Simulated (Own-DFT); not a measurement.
# Energy and forces against displacement in diamond germanium, 16 atoms (Ge16)

These are calculations, not measurements. They come from Own-DFT, an in-house plane-wave density functional program, since retired, whose code no person has reviewed. Each row is one single-point run on a periodic cell that was not relaxed, without spin or spin-orbit coupling.

Settings of every run: PBE; PseudoDojo norm-conserving scalar-relativistic files; cutoff 42 hartree; 5 x 5 x 5 k mesh centred on Gamma; Fermi-Dirac smearing of 0.1 eV.

Known limits: k mesh not checked against a denser one; stress not checked against mesh or cutoff.

Cell vectors in Å: (0.000, 5.658, 5.658); (5.658, 0.000, 5.658); (5.658, 5.658, 0.000). In each run every atom was moved at random and independently from its ideal site; u is the rms move along one axis. E is the free energy for each atom above the fitted value at u = 0, and F the rms of the force components.

| run | u (Å) | E (meV/atom) | F (eV/Å) | largest force (eV/Å) | P (GPa) |
|---|---|---|---|---|---|
| 1 | 0.0159 | 5.1 | 0.225 | 0.74 | 3.85 |
| 2 | 0.0196 | 6.6 | 0.262 | 0.73 | 3.87 |
| 3 | 0.0202 | 8.8 | 0.308 | 0.81 | 3.90 |
| 4 | 0.0465 | 33.3 | 0.601 | 1.60 | 4.17 |
| 5 | 0.0482 | 52.3 | 0.799 | 1.91 | 4.47 |
| 6 | 0.0511 | 51.2 | 0.796 | 2.05 | 4.42 |
| 7 | 0.0929 | ? | ? | ? | ? |
| 8 | 0.0948 | 179.1 | 1.595 | 3.98 | 6.10 |
| 9 | 0.1446 | 330.9 | 2.329 | 8.38 | 7.60 |

## Worked fit

For small independent moves the energy grows as E = (3/2) K u², with K the mean stiffness felt by one atom. The runs with u up to 0.11 Å give K = 13.0 ± 0.9 eV/Å², with residuals divided by u² + 0.0006 Å², since the noise grows with the moves. The scatter is 5.8 meV/atom at u = 0.05 Å. The forces follow F = G u with G = 15.0 eV/Å²; no force at u = 0 is resolved. G exceeds K because the moves of its neighbours add to the force on an atom, and stiffness differs between atoms. At u = 0.145 Å the parabola gives 407 meV/atom and the run 331. The pressure follows P = 3.76 + 259 u² GPa: at fixed volume, shortened bonds push harder than stretched ones pull.

## Withheld run

Question: what energy and rms force should run 7 give?

The fit gives 168 ± 21 meV/atom and about 1.39 eV/Å. The calculation gave 141.3 meV/atom and 1.231 eV/Å.
